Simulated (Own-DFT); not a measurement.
## Calculated data, SiC (4H silicon carbide, strained, atoms displaced)

A calculation, not a measurement: plane-wave PBE density functional theory by an unreviewed code, no spin, of a simulated periodic cell, stress positive in tension, free energy of the whole cell less one offset for each atom, forces on such cells passed a denser k mesh, this cell's mesh not checked; offsets are fitted by least squares, one for each functional and potential file, so energies compare only between cells with the same atoms and settings and are not formation energies; the far tail of each file's local potential was reset to the Coulomb form; each entry is a single point on an unrelaxed cell, so the pressure reflects the starting lattice, mostly measured values (interpolated for alloys), from which strain is counted, and rises with the displacements; printed positions are rounded, which can move forces by about a meV/angstrom; the program, named Own-DFT, is a retired in-house code; no spin-orbit coupling. Program: Own-DFT development build.

Common to all runs: functional PBE; potential files PseudoDojo norm-conserving, scalar-relativistic, standard set; wave cutoff 42 hartree; occupations Fermi-Dirac; smearing width 0.1 eV; hardware one NVIDIA H100; k mesh 5 x 5 x 3 centred on Gamma.

```json
{"entry": 1, "formula": "SiC", "kind": "4H silicon carbide, strained, atoms displaced", "structure": {"cell_angstrom": [[6.2835, 0.1219, -0.0798], [-3.0361, 5.1976, -0.0546], [-0.1303, -0.1781, 10.1756]], "atoms_fractional": [["Si", 0.99651, 0.99731, 0.40858], ["Si", 0.1562, 0.31996, 0.16418], ["C", 0.99801, 0.00797, 0.0965], ["C", 0.1576, 0.32, 0.3443], ["Si", 0.00185, 0.49257, 0.40868], ["Si", 0.17652, 0.8249, 0.16022], ["C", 0.99062, 0.48966, 0.1007], ["C", 0.16369, 0.8271, 0.3468], ["Si", 0.49951, 0.00603, 0.40499], ["Si", 0.67144, 0.36143, 0.15492], ["C", 0.49225, 0.99106, 0.09803], ["C", 0.65702, 0.33214, 0.34379], ["Si", 0.49904, 0.50784, 0.41139], ["Si", 0.66251, 0.83094, 0.1571], ["C", 0.50194, 0.49931, 0.09883], ["C", 0.67072, 0.82593, 0.34532], ["Si", 0.00466, 0.0013, 0.90968], ["Si", 0.83669, 0.6706, 0.66157], ["C", 0.00142, 0.01138, 0.5875], ["C", 0.83061, 0.65719, 0.8382], ["Si", 0.00812, 0.52612, 0.90435], ["Si", 0.83517, 0.16641, 0.65486], ["C", 0.99654, 0.51066, 0.60026], ["C", 0.8325, 0.16368, 0.83954], ["Si", 0.50658, 0.99737, 0.90319], ["Si", 0.33409, 0.68361, 0.66017], ["C", 0.50061, 0.98901, 0.59869], ["C", 0.32634, 0.66737, 0.84001], ["Si", 0.485, 0.50364, 0.89874], ["Si", 0.3186, 0.15418, 0.66033], ["C", 0.49972, 0.48769, 0.59935], ["C", 0.32586, 0.1494, 0.8402]]}, "results": {"free_energy_of_cell_above_offsets [eV]": "-2.301", "pressure [GPa]": 2.18, "stress_xx [GPa]": 3.74, "stress_yy [GPa]": -9.94, "stress_zz [GPa]": -0.33, "stress_yz [GPa]": -4.24, "stress_xz [GPa]": -4.71, "stress_xy [GPa]": 9.1, "force_element": ["Si", "Si", "C", "C", "Si", "Si", "C", "C", "Si", "Si", "C", "C", "Si", "Si", "C", "C", "Si", "Si", "C", "C", "Si", "Si", "C", "C", "Si", "Si", "C", "C", "Si", "Si", "C", "C"], "force_x [eV/angstrom]": [0.545, 0.443, 0.891, 0.504, -1.479, -1.713, 0.438, 0.474, 0.363, 2.109, 0.285, 0.852, 0.363, 0.501, -3.008, -1.226, -0.696, -1.395, 0.266, -2.192, 1.015, -0.76, 1.603, 0.309, -0.128, 0.894, -0.666, -0.319, 2.362, 1.136, -1.044, -0.729], "force_y [eV/angstrom]": [-0.754, 2.073, -2.922, 1.231, 0.445, 0.942, 1.046, 0.284, -1.11, -3.828, 1.426, 0.913, -1.566, 1.04, 0.348, 1.248, 0.052, 0.073, -1.325, 1.466, -3.479, 0.603, -0.819, 0.528, 1.13, -3.469, 2.563, 0.01, -1.382, 0.916, 1.276, 1.042], "force_z [eV/angstrom]": [-0.936, -0.783, -0.693, 1.031, 0.276, 0.032, -1.629, 0.116, 0.524, 1.355, -1.161, 0.248, 0.244, 0.44, -2.414, -0.022, -0.34, -2.051, 1.632, 1.942, 1.182, 0.387, -1.236, 1.159, 1.313, -1.138, -1.621, 0.86, 1.295, -1.466, -0.038, 1.492], "wall_time [s]": 119.0}}
{"entry": 2, "formula": "SiC", "kind": "4H silicon carbide, strained, atoms displaced", "structure": {"cell_angstrom": [[6.1751, 0.0637, -0.0666], [-3.0324, 5.3705, -0.0182], [-0.1088, -0.0971, 9.9987]], "atoms_fractional": [["Si", 0.00916, 0.00051, 0.40998], ["Si", 0.16619, 0.33823, 0.15598], ["C", 0.01489, 0.00301, 0.09595], ["C", 0.18297, 0.33646, 0.33889], ["Si", 0.00391, 0.49064, 0.39364], ["Si", 0.16947, 0.83755, 0.15818], ["C", 0.98175, 0.50224, 0.09308], ["C", 0.18014, 0.84592, 0.33654], ["Si", 0.50581, 0.01529, 0.40197], ["Si", 0.68179, 0.33676, 0.16477], ["C", 0.48342, 0.98525, 0.10097], ["C", 0.69616, 0.34202, 0.35196], ["Si", 0.49292, 0.49863, 0.40677], ["Si", 0.67182, 0.84232, 0.15631], ["C", 0.51537, 0.51234, 0.08926], ["C", 0.66036, 0.82978, 0.34703], ["Si", 0.99243, 0.98887, 0.8997], ["Si", 0.84092, 0.6777, 0.65847], ["C", 0.99839, 0.00273, 0.59179], ["C", 0.83745, 0.67564, 0.84323], ["Si", 0.00124, 0.50066, 0.91236], ["Si", 0.83795, 0.16223, 0.66458], ["C", 0.02136, 0.5001, 0.58972], ["C", 0.8238, 0.14387, 0.84371], ["Si", 0.49659, 0.01031, 0.90218], ["Si", 0.33776, 0.66443, 0.65718], ["C", 0.51281, 0.00361, 0.59456], ["C", 0.33065, 0.67276, 0.84469], ["Si", 0.51411, 0.51354, 0.91138], ["Si", 0.31324, 0.15309, 0.66441], ["C", 0.49672, 0.47724, 0.59287], ["C", 0.34047, 0.16356, 0.83588]]}, "results": {"free_energy_of_cell_above_offsets [eV]": "-1.777", "pressure [GPa]": 4.54, "stress_xx [GPa]": -4.46, "stress_yy [GPa]": 2.85, "stress_zz [GPa]": -12.02, "stress_yz [GPa]": -3.15, "stress_xz [GPa]": -4.87, "stress_xy [GPa]": 2.31, "force_element": ["Si", "Si", "C", "C", "Si", "Si", "C", "C", "Si", "Si", "C", "C", "Si", "Si", "C", "C", "Si", "Si", "C", "C", "Si", "Si", "C", "C", "Si", "Si", "C", "C", "Si", "Si", "C", "C"], "force_x [eV/angstrom]": [-1.011, 1.282, -2.264, -1.29, 2.631, -0.351, 2.681, -0.592, 1.227, -2.716, 1.46, -4.159, 2.283, 0.812, -0.545, 1.076, 1.646, 0.53, 0.277, 0.412, 0.176, -1.213, -2.029, -0.701, 1.475, 0.817, -1.355, 0.443, -1.04, 2.902, -0.403, -2.462], "force_y [eV/angstrom]": [-0.303, 0.002, 0.709, -1.32, 3.119, -0.496, 0.114, -1.176, -1.283, -1.1, 2.543, -1.121, 1.053, -0.678, -1.093, 0.63, 1.882, -2.459, -0.792, -2.068, -0.309, 1.399, -0.223, 2.474, -2.04, 0.421, -0.618, -0.698, -0.772, 1.125, 1.588, 1.491], "force_z [eV/angstrom]": [-1.764, -1.573, -1.301, 0.36, 3.404, -0.832, 0.821, 2.366, 1.725, -0.985, -1.863, -1.937, 0.715, 0.327, 2.419, -0.298, 2.411, -1.947, 1.033, 0.137, -2.128, -2.814, 0.407, 1.51, 1.607, -0.915, -0.008, 0.896, -2.312, -4.061, 0.816, 3.785], "wall_time [s]": 126.8}}
{"entry": 3, "formula": "SiC", "kind": "4H silicon carbide, strained, atoms displaced", "structure": {"cell_angstrom": [[6.0649, 0.1109, 0.052], [-2.9363, 5.3787, -0.1285], [0.0848, -0.1934, 9.9982]], "atoms_fractional": [["Si", 0.9905, 0.99855, 0.40767], ["Si", 0.16561, 0.32965, 0.1529], ["C", 0.98092, 0.00939, 0.09509], ["C", 0.16516, 0.33019, 0.34969], ["Si", 0.9803, 0.49631, 0.40708], ["Si", 0.16294, 0.83008, 0.16359], ["C", 0.99601, 0.49575, 0.09637], ["C", 0.15612, 0.83843, 0.35306], ["Si", 0.49752, 0.00733, 0.40483], ["Si", 0.67957, 0.34686, 0.15618], ["C", 0.51363, 0.00264, 0.08931], ["C", 0.66573, 0.3291, 0.34455], ["Si", 0.50369, 0.49946, 0.412], ["Si", 0.66518, 0.82993, 0.15197], ["C", 0.50097, 0.49194, 0.09034], ["C", 0.67494, 0.82662, 0.35007], ["Si", 0.98955, 0.00707, 0.91749], ["Si", 0.83376, 0.66808, 0.65969], ["C", 0.98216, 0.99141, 0.59416], ["C", 0.8288, 0.66001, 0.8474], ["Si", 0.01101, 0.50549, 0.91267], ["Si", 0.81421, 0.16859, 0.66071], ["C", 0.0142, 0.49909, 0.58436], ["C", 0.83152, 0.16144, 0.84054], ["Si", 0.49383, 0.99642, 0.8991], ["Si", 0.33199, 0.66988, 0.65874], ["C", 0.51239, 0.00316, 0.59691], ["C", 0.32194, 0.66724, 0.83907], ["Si", 0.49796, 0.50083, 0.9144], ["Si", 0.34361, 0.16267, 0.64828], ["C", 0.50079, 0.50866, 0.59815], ["C", 0.33691, 0.16856, 0.84952]]}, "results": {"free_energy_of_cell_above_offsets [eV]": "-1.812", "pressure [GPa]": 6.87, "stress_xx [GPa]": -12.95, "stress_yy [GPa]": 3.62, "stress_zz [GPa]": -11.27, "stress_yz [GPa]": -6.1, "stress_xz [GPa]": 1.64, "stress_xy [GPa]": 6.0, "force_element": ["Si", "Si", "C", "C", "Si", "Si", "C", "C", "Si", "Si", "C", "C", "Si", "Si", "C", "C", "Si", "Si", "C", "C", "Si", "Si", "C", "C", "Si", "Si", "C", "C", "Si", "Si", "C", "C"], "force_x [eV/angstrom]": [-0.351, 0.321, 2.756, 0.03, 2.741, 0.222, 1.008, 2.279, 1.031, -0.676, -2.126, -0.626, -1.604, -0.639, -0.956, -2.422, 1.932, 0.332, 1.416, -0.119, -1.931, 4.258, -2.239, -0.978, 0.606, -0.31, -1.682, 1.261, 0.491, -3.874, 1.543, -1.692], "force_y [eV/angstrom]": [1.639, 0.462, -1.092, 0.332, 0.861, 1.263, 1.61, -1.328, -1.514, -2.619, -0.169, -0.29, 0.476, -0.432, 0.858, -0.364, -1.152, 0.247, 0.837, 0.922, -0.846, 1.347, -0.166, 1.15, 0.512, -0.227, -1.617, -0.168, -0.313, 1.101, -1.531, 0.211], "force_z [eV/angstrom]": [1.27, 2.311, 1.179, -1.295, -0.596, -1.066, 0.207, -1.462, 0.258, -0.006, 0.797, -0.502, -0.382, 1.942, 2.073, -1.884, -3.514, -0.374, 0.497, 0.918, -1.77, -0.913, 2.87, 1.669, 1.33, -1.269, -1.704, 1.992, -3.591, 2.268, -0.343, -0.912], "wall_time [s]": 123.5}}
{"entry": 4, "formula": "SiC", "kind": "4H silicon carbide, strained, atoms displaced", "structure": {"cell_angstrom": [[6.2137, 0.0772, -0.034], [-3.04, 5.2005, -0.0756], [-0.0556, -0.1746, 10.236]], "atoms_fractional": [["Si", 0.01209, 0.00472, 0.41384], ["Si", 0.17318, 0.3371, 0.15271], ["C", 0.00542, 0.00472, 0.09023], ["C", 0.17264, 0.33793, 0.34209], ["Si", 0.00788, 0.51532, 0.40851], ["Si", 0.18075, 0.83092, 0.15333], ["C", 0.0057, 0.49937, 0.09356], ["C", 0.16334, 0.82852, 0.34959], ["Si", 0.52103, 0.00174, 0.40476], ["Si", 0.65172, 0.33914, 0.15481], ["C", 0.48664, 0.98457, 0.0894], ["C", 0.67071, 0.32799, 0.34879], ["Si", 0.48822, 0.4841, 0.39711], ["Si", 0.67977, 0.84725, 0.15356], ["C", 0.49063, 0.49835, 0.09074], ["C", 0.67672, 0.84503, 0.34775], ["Si", 0.01171, 0.01573, 0.90781], ["Si", 0.83501, 0.67343, 0.663], ["C", 0.99504, 0.99169, 0.59271], ["C", 0.84422, 0.66821, 0.84295], ["Si", 0.99578, 0.50054, 0.90179], ["Si", 0.8225, 0.16627, 0.65157], ["C", 0.00334, 0.50398, 0.59858], ["C", 0.83506, 0.15697, 0.84803], ["Si", 0.50028, 0.99419, 0.90438], ["Si", 0.34752, 0.68608, 0.6602], ["C", 0.50175, 0.01135, 0.59471], ["C", 0.33255, 0.67595, 0.84154], ["Si", 0.49888, 0.51015, 0.90392], ["Si", 0.33479, 0.17537, 0.6617], ["C", 0.50186, 0.48806, 0.5877], ["C", 0.32782, 0.15822, 0.85457]]}, "results": {"free_energy_of_cell_above_offsets [eV]": "-2.729", "pressure [GPa]": 3.9, "stress_xx [GPa]": -2.7, "stress_yy [GPa]": -13.19, "stress_zz [GPa]": 4.17, "stress_yz [GPa]": -4.1, "stress_xz [GPa]": -1.83, "stress_xy [GPa]": 5.76, "force_element": ["Si", "Si", "C", "C", "Si", "Si", "C", "C", "Si", "Si", "C", "C", "Si", "Si", "C", "C", "Si", "Si", "C", "C", "Si", "Si", "C", "C", "Si", "Si", "C", "C", "Si", "Si", "C", "C"], "force_x [eV/angstrom]": [-0.793, -0.975, 0.445, -1.128, 0.289, -2.428, -1.518, 1.5, -3.242, 2.798, 1.517, -0.375, 1.473, -0.256, 0.577, 1.965, 0.009, 0.191, -0.127, -2.371, 1.235, 1.887, 0.36, -1.601, 0.148, -0.151, 0.004, 0.341, 1.09, -0.506, -1.026, 0.667], "force_y [eV/angstrom]": [-0.061, -0.273, -0.845, -0.696, -2.202, -0.061, -0.567, 2.198, -0.103, -1.033, 2.142, 1.078, 2.136, -0.539, 1.477, -1.959, -2.086, -1.321, 1.522, 0.422, -0.389, 0.562, 0.48, 0.813, 1.69, -2.189, -0.641, -2.02, -0.496, -0.942, 2.047, 1.856], "force_z [eV/angstrom]": [-1.39, 0.97, 0.578, -0.255, 0.78, 1.317, -0.797, -1.642, 1.171, 0.336, 0.212, -1.773, 1.967, 0.839, -0.081, -1.407, 0.483, -1.845, 1.18, 0.675, 1.279, 1.196, -0.474, -1.474, 1.207, -1.655, -0.353, -0.056, 0.256, -0.248, 1.141, -2.135], "wall_time [s]": 117.3}}
{"entry": 5, "formula": "SiC", "kind": "4H silicon carbide, strained, atoms displaced", "structure": {"cell_angstrom": [[6.1163, -0.1114, 0.0434], [-3.1546, 5.3458, -0.1186], [0.0708, -0.1828, 9.8849]], "atoms_fractional": [["Si", 0.99444, 0.9888, 0.40889], ["Si", 0.15264, 0.3199, 0.14885], ["C", 0.0015, 0.00678, 0.09777], ["C", 0.1586, 0.34047, 0.34584], ["Si", 0.02389, 0.52739, 0.41073], ["Si", 0.15522, 0.81848, 0.161], ["C", 0.00636, 0.50095, 0.09272], ["C", 0.13715, 0.81732, 0.34442], ["Si", 0.49059, 0.98462, 0.41659], ["Si", 0.68474, 0.33798, 0.15699], ["C", 0.48502, 0.99972, 0.09997], ["C", 0.639, 0.32124, 0.34579], ["Si", 0.48166, 0.47974, 0.40278], ["Si", 0.66095, 0.84252, 0.15749], ["C", 0.49831, 0.49129, 0.09466], ["C", 0.6738, 0.85051, 0.35131], ["Si", 0.99319, 0.99902, 0.90755], ["Si", 0.81232, 0.66322, 0.6552], ["C", 0.99838, 0.99143, 0.59111], ["C", 0.83941, 0.67915, 0.83577], ["Si", 0.00593, 0.48578, 0.9011], ["Si", 0.85379, 0.18561, 0.65041], ["C", 0.99909, 0.50541, 0.60191], ["C", 0.83419, 0.15833, 0.84052], ["Si", 0.50075, 0.99172, 0.90182], ["Si", 0.33707, 0.67058, 0.65664], ["C", 0.47899, 0.99517, 0.59639], ["C", 0.34522, 0.67998, 0.84903], ["Si", 0.50781, 0.50821, 0.90383], ["Si", 0.3294, 0.17243, 0.65867], ["C", 0.49793, 0.49246, 0.5927], ["C", 0.32799, 0.17873, 0.85236]]}, "results": {"free_energy_of_cell_above_offsets [eV]": "-0.872", "pressure [GPa]": 14.64, "stress_xx [GPa]": -10.61, "stress_yy [GPa]": -17.09, "stress_zz [GPa]": -16.22, "stress_yz [GPa]": -7.38, "stress_xz [GPa]": 3.03, "stress_xy [GPa]": -7.2, "force_element": ["Si", "Si", "C", "C", "Si", "Si", "C", "C", "Si", "Si", "C", "C", "Si", "Si", "C", "C", "Si", "Si", "C", "C", "Si", "Si", "C", "C", "Si", "Si", "C", "C", "Si", "Si", "C", "C"], "force_x [eV/angstrom]": [-0.803, 1.52, -0.306, -0.219, -2.372, -0.537, 0.298, 2.047, -0.868, -3.375, 1.841, 3.054, 0.451, 0.045, 0.256, -1.116, 0.857, 2.891, -0.939, 0.765, -1.694, -1.332, -0.12, -0.196, -1.926, 0.089, 2.101, 0.175, 0.088, 0.098, -2.412, 1.638], "force_y [eV/angstrom]": [2.326, 3.33, -3.593, -1.406, -5.175, 2.21, -0.99, 2.528, 2.127, -0.971, 0.008, -0.137, 2.612, -1.327, 1.49, -2.828, 0.24, 1.114, 0.88, -1.853, 2.188, -2.993, 0.972, 0.37, 3.453, 0.004, 0.788, -3.369, 0.422, -1.006, -0.006, -1.408], "force_z [eV/angstrom]": [-0.504, 2.345, -1.069, -0.747, 0.761, -0.9, -1.19, -0.335, -2.529, 0.705, -1.464, 0.348, 0.106, 0.514, -0.011, -0.987, 0.282, -0.23, 0.872, 2.086, 0.46, 0.274, -1.324, -0.136, 2.21, 0.697, 1.285, -1.711, 1.5, 0.941, -0.494, -1.756], "wall_time [s]": 112.5}}
{"entry": 6, "formula": "SiC", "kind": "4H silicon carbide, strained, atoms displaced", "structure": {"cell_angstrom": [[6.2313, 0.0278, -0.0686], [-3.0916, 5.4278, 0.0546], [-0.112, 0.0382, 10.2293]], "atoms_fractional": [["Si", 0.99918, 0.01241, 0.40749], ["Si", 0.17518, 0.32874, 0.16681], ["C", 0.00013, 0.98487, 0.08733], ["C", 0.17648, 0.33275, 0.34782], ["Si", 0.98816, 0.49561, 0.41539], ["Si", 0.1746, 0.84901, 0.15726], ["C", 0.99237, 0.50577, 0.09478], ["C", 0.16649, 0.84256, 0.34814], ["Si", 0.49346, 0.99213, 0.40106], ["Si", 0.65838, 0.32463, 0.15912], ["C", 0.48979, 0.00374, 0.09156], ["C", 0.67225, 0.33539, 0.3367], ["Si", 0.4884, 0.50333, 0.41259], ["Si", 0.66761, 0.84623, 0.16118], ["C", 0.49425, 0.51173, 0.09431], ["C", 0.66814, 0.83248, 0.33473], ["Si", 0.00225, 0.00175, 0.91268], ["Si", 0.83851, 0.66131, 0.65836], ["C", 0.00037, 0.00221, 0.59202], ["C", 0.82064, 0.67137, 0.84849], ["Si", 0.00567, 0.50057, 0.90682], ["Si", 0.82843, 0.16521, 0.66408], ["C", 0.99853, 0.49192, 0.59477], ["C", 0.84201, 0.17958, 0.8452], ["Si", 0.51616, 0.02261, 0.90102], ["Si", 0.32186, 0.65548, 0.65568], ["C", 0.51424, 0.98397, 0.59428], ["C", 0.32262, 0.67276, 0.84028], ["Si", 0.51128, 0.50767, 0.90479], ["Si", 0.33671, 0.16202, 0.65744], ["C", 0.51503, 0.50015, 0.58265], ["C", 0.33238, 0.15504, 0.84861]]}, "results": {"free_energy_of_cell_above_offsets [eV]": "-2.363", "pressure [GPa]": -4.15, "stress_xx [GPa]": 3.37, "stress_yy [GPa]": 8.21, "stress_zz [GPa]": 0.87, "stress_yz [GPa]": 1.26, "stress_xz [GPa]": -3.92, "stress_xy [GPa]": -0.14, "force_element": ["Si", "Si", "C", "C", "Si", "Si", "C", "C", "Si", "Si", "C", "C", "Si", "Si", "C", "C", "Si", "Si", "C", "C", "Si", "Si", "C", "C", "Si", "Si", "C", "C", "Si", "Si", "C", "C"], "force_x [eV/angstrom]": [0.591, -1.558, -1.885, -2.033, 0.586, 0.001, 1.303, -0.296, 0.909, 0.033, 1.613, -0.942, 2.679, 0.367, 0.949, -0.5, 0.08, -1.021, 0.298, 2.404, -0.995, 1.466, -0.587, 0.302, 0.149, 1.797, -2.329, 1.769, -2.834, 0.208, -1.049, -1.477], "force_y [eV/angstrom]": [-1.419, 0.936, 2.138, 0.355, 0.555, -2.831, -0.771, -0.938, 1.287, 2.182, 0.415, -0.612, 0.13, -1.311, -0.66, 0.314, -0.112, 1.168, -0.164, 0.298, 1.143, -0.601, -0.071, -0.658, -2.72, 0.748, 0.602, 0.121, -1.052, -0.199, -0.597, 2.323], "force_z [eV/angstrom]": [0.115, -2.749, 2.593, 0.491, -2.656, 0.27, 0.453, -0.191, 0.808, -1.673, -0.16, 2.634, -3.381, -2.936, 0.138, 3.066, -1.809, -0.192, 1.096, -1.411, 1.313, -1.44, 0.692, 0.407, 1.461, 0.14, -0.411, 0.229, 1.197, -0.783, 4.075, -1.385], "wall_time [s]": 126.6}}
{"entry": 7, "formula": "SiC", "kind": "4H silicon carbide, strained, atoms displaced", "structure": {"cell_angstrom": [[6.2483, 0.0333, 0.0166], [-3.0953, 5.396, 0.0566], [0.0272, 0.1223, 9.903]], "atoms_fractional": [["Si", 0.99515, 0.9851, 0.40022], ["Si", 0.16209, 0.33438, 0.15506], ["C", 0.00109, 0.00041, 0.08724], ["C", 0.15847, 0.31759, 0.34911], ["Si", 0.99105, 0.49326, 0.39643], ["Si", 0.16066, 0.82297, 0.15361], ["C", 0.9865, 0.48558, 0.0986], ["C", 0.16054, 0.83, 0.34304], ["Si", 0.51207, 0.01093, 0.40775], ["Si", 0.67766, 0.33836, 0.15408], ["C", 0.50341, 0.9991, 0.09331], ["C", 0.67864, 0.34226, 0.33913], ["Si", 0.50595, 0.50499, 0.40329], ["Si", 0.67655, 0.85283, 0.15277], ["C", 0.50451, 0.49626, 0.0924], ["C", 0.67881, 0.83751, 0.34677], ["Si", 0.98894, 0.00939, 0.9035], ["Si", 0.8161, 0.65983, 0.66036], ["C", 0.00307, 0.01222, 0.59014], ["C", 0.84146, 0.67056, 0.85219], ["Si", 0.99793, 0.49535, 0.9055], ["Si", 0.84649, 0.15898, 0.65791], ["C", 0.98757, 0.49431, 0.58962], ["C", 0.83127, 0.17325, 0.84271], ["Si", 0.50275, 0.00497, 0.91371], ["Si", 0.33089, 0.67535, 0.66236], ["C", 0.51865, 0.01119, 0.59809], ["C", 0.33534, 0.6682, 0.84546], ["Si", 0.51107, 0.50692, 0.89906], ["Si", 0.3362, 0.17627, 0.65614], ["C", 0.50511, 0.50038, 0.59782], ["C", 0.33767, 0.17711, 0.84695]]}, "results": {"free_energy_of_cell_above_offsets [eV]": "-3.077", "pressure [GPa]": 2.41, "stress_xx [GPa]": 1.42, "stress_yy [GPa]": 3.49, "stress_zz [GPa]": -12.15, "stress_yz [GPa]": 3.98, "stress_xz [GPa]": 0.68, "stress_xy [GPa]": 1.54, "force_element": ["Si", "Si", "C", "C", "Si", "Si", "C", "C", "Si", "Si", "C", "C", "Si", "Si", "C", "C", "Si", "Si", "C", "C", "Si", "Si", "C", "C", "Si", "Si", "C", "C", "Si", "Si", "C", "C"], "force_x [eV/angstrom]": [0.147, 2.063, 0.005, 0.478, 1.731, -0.129, 1.905, 1.812, -0.311, -2.84, -0.968, -1.577, -0.571, 0.975, -0.943, -1.85, 2.445, 2.612, 1.953, -0.533, 0.466, -2.585, 0.734, -0.142, -0.819, -0.169, -1.344, -0.301, -0.853, 0.721, -1.812, -0.298], "force_y [eV/angstrom]": [1.509, -0.672, 0.43, 1.619, 0.545, 0.975, 1.884, 0.051, -0.857, -1.215, 0.408, -1.094, -0.791, -2.715, 1.083, -0.272, -0.409, 1.08, -2.194, 0.57, 0.738, 2.066, 0.831, -0.396, -0.278, -0.546, -0.729, 0.484, -0.607, -1.256, 0.644, -0.887], "force_z [eV/angstrom]": [1.504, 0.373, 1.298, -1.273, 2.291, -0.059, -1.69, -0.269, 0.011, 0.11, 1.376, 0.576, 0.41, 0.592, 0.091, -1.067, -0.084, -0.679, 0.505, -1.375, 0.255, -1.065, 0.919, 0.738, -2.718, -2.472, -0.357, 1.268, 1.849, 0.134, -0.917, -0.276], "wall_time [s]": 123.9}}
{"entry": 8, "formula": "SiC", "kind": "4H silicon carbide, strained, atoms displaced", "structure": {"cell_angstrom": [[6.0764, -0.0863, -0.0854], [-3.113, 5.4008, 0.0227], [-0.1395, -0.0376, 10.1146]], "atoms_fractional": [["Si", 0.99854, 0.0079, 0.40741], ["Si", 0.15319, 0.34277, 0.15757], ["C", 0.99532, 0.994, 0.09512], ["C", 0.16358, 0.32303, 0.3461], ["Si", 0.00353, 0.49204, 0.41444], ["Si", 0.15769, 0.82749, 0.1542], ["C", 0.00343, 0.51534, 0.09177], ["C", 0.16304, 0.8357, 0.34292], ["Si", 0.5116, 0.00876, 0.39587], ["Si", 0.65715, 0.33232, 0.15677], ["C", 0.49978, 0.9976, 0.09908], ["C", 0.68538, 0.33631, 0.3427], ["Si", 0.5029, 0.50872, 0.40465], ["Si", 0.66327, 0.83015, 0.16635], ["C", 0.47872, 0.49948, 0.0947], ["C", 0.66526, 0.84468, 0.34175], ["Si", 0.99714, 0.97858, 0.89527], ["Si", 0.82686, 0.65272, 0.66114], ["C", 0.99314, 0.99341, 0.59315], ["C", 0.83593, 0.67455, 0.84784], ["Si", 0.99908, 0.48268, 0.90852], ["Si", 0.83799, 0.17073, 0.65791], ["C", 0.0109, 0.5077, 0.58049], ["C", 0.82636, 0.1602, 0.84588], ["Si", 0.48058, 0.98908, 0.91394], ["Si", 0.32068, 0.65835, 0.64801], ["C", 0.52579, 0.00764, 0.59222], ["C", 0.3437, 0.66265, 0.83389], ["Si", 0.5023, 0.49641, 0.90586], ["Si", 0.35203, 0.16857, 0.64748], ["C", 0.50361, 0.49521, 0.59968], ["C", 0.35575, 0.17513, 0.84452]]}, "results": {"pressure [GPa]": null, "stress_xx [GPa]": null}}
```

Question: What pressure does the calculation give for SiC (4H silicon carbide, strained, atoms displaced) (entry 8)?
Answer: 7.13 GPa

Question: Give the missing stress xx for SiC (4H silicon carbide, strained, atoms displaced) (entry 8).
Answer: -10.62 GPa

Question: Give the table of force values for SiC (4H silicon carbide, strained, atoms displaced) (entry 8).
Answer: 
Force:
```
element  x (eV/Å)  y (eV/Å)  z (eV/Å)
     Si     1.426    -1.737     0.276
     Si      0.99    -2.098    -0.149
      C    -0.668     0.752    -0.765
      C    -0.375     1.941    -0.298
     Si     0.361     1.803    -5.045
     Si    -0.036     1.939     1.318
      C    -0.854    -2.308    -0.101
      C     0.274    -0.574     0.497
     Si    -1.825    -0.277     1.944
     Si     0.077     0.531     -0.41
      C    -0.404     0.057    -0.323
      C    -2.516     0.404    -0.315
     Si     1.266    -0.648     0.549
     Si     0.307     0.173    -3.305
      C     1.783     0.187     0.103
      C     0.843    -1.685     1.361
     Si    -0.592     5.246     2.779
     Si     1.036     2.158    -0.743
      C     1.058     0.328     0.652
      C     1.616    -4.338    -1.485
     Si     0.069     1.498    -0.893
     Si      1.97     0.273     0.544
      C    -2.286    -1.531     5.115
      C     0.542    -0.411    -0.081
     Si     2.553    -0.101    -1.161
     Si     3.307     2.234     1.514
      C     -2.94    -1.673    -1.757
      C    -1.936    -0.209     1.531
     Si    -0.782     0.558     0.512
     Si    -0.985    -1.415      1.39
      C    -1.381     0.221    -2.287
      C    -1.898    -1.298    -0.967
```

Further results for SiC (4H silicon carbide, strained, atoms displaced) (entry 8):

* free energy of cell above offsets: -1.830 eV
* stress yy: -5.84 GPa
* stress zz: -4.93 GPa
* stress yz: -3.07 GPa
* stress xz: -5.98 GPa
* stress xy: -6.3 GPa
* wall time: 118.4 s
